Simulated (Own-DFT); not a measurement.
# Misfit strain and the stress it brings: wurtzite AlGaN with randomly placed atoms, 96 atoms (Al36Ga12N48)

The numbers are computed, not measured, by runs of the plane-wave DFT program Own-DFT (in-house, retired, unreviewed) at fixed positions, with no spin and no spin-orbit coupling.

All runs used: PBE; PseudoDojo norm-conserving scalar-relativistic files (stringent for Ga); cutoff 96 hartree; 3 x 4 x 3 k mesh centred on Gamma; Gaussian smearing of 0.01 eV.

Limits: k mesh not checked against a denser one; stress not checked against mesh or cutoff.

Unstrained cell vectors in Å: (12.525, 0.000, 0.000); (-4.697, 8.135, 0.000); (0.000, 0.000, 10.066). The unstrained cell has measured lattice constants (interpolated for alloys), not those of this functional. That, the random moves and any unrelaxed bonds set the pressure at no strain. Each run strains x and y alike by e, as a substrate would, and holds the height along z. Random moves of width 0.05 Å per axis were added to every atom. The random placing of the alloy's atoms differs from row to row. Stress is positive in tension.

```
e (%)  u (Å)  (s_xx + s_yy)/2 (GPa)  s_zz (GPa)
-3.00  0.051                 -26.46      -12.99
-2.75  0.052                 -25.36      -10.48
-1.50  0.052                      ?           ?
-1.25  0.049                 -13.78       -9.08
-1.00  0.051                 -12.36       -7.65
 1.00  0.049                  -0.35       -5.97
 1.25  0.050                  -0.07       -3.33
 1.50  0.048                   1.37       -4.03
 1.75  0.053                   2.31       -3.61
 2.50  0.053                   5.20       -1.09
```

## Working it out

With e as a fraction, the in-plane stress is -6.1 + 563 e - 4350 e² GPa (errors 8 and 505, scatter 0.39), and s_zz is -6.5 + 185 e GPa (slope ± 16, scatter 0.92). At e = 0 the first slope is C11 + C12 and the second 2 C13, both with the ions held to the strained lattice and at the cell's own pressure. The term in e² is negative: the layer stiffens under compression and softens under tension. A free layer would change its height as e changes, and the in-plane slope would drop by 2 C13²/C33 to the biaxial modulus. At fixed height, a misfit of 1 % moves the in-plane stress by about 5.6 GPa and s_zz by 1.9 GPa.

## Check

Q: what are the two stresses at e = -1.50 %?

From the fit: -15.5 and -9.2 GPa. The calculation gave -14.76 and -10.41 GPa.
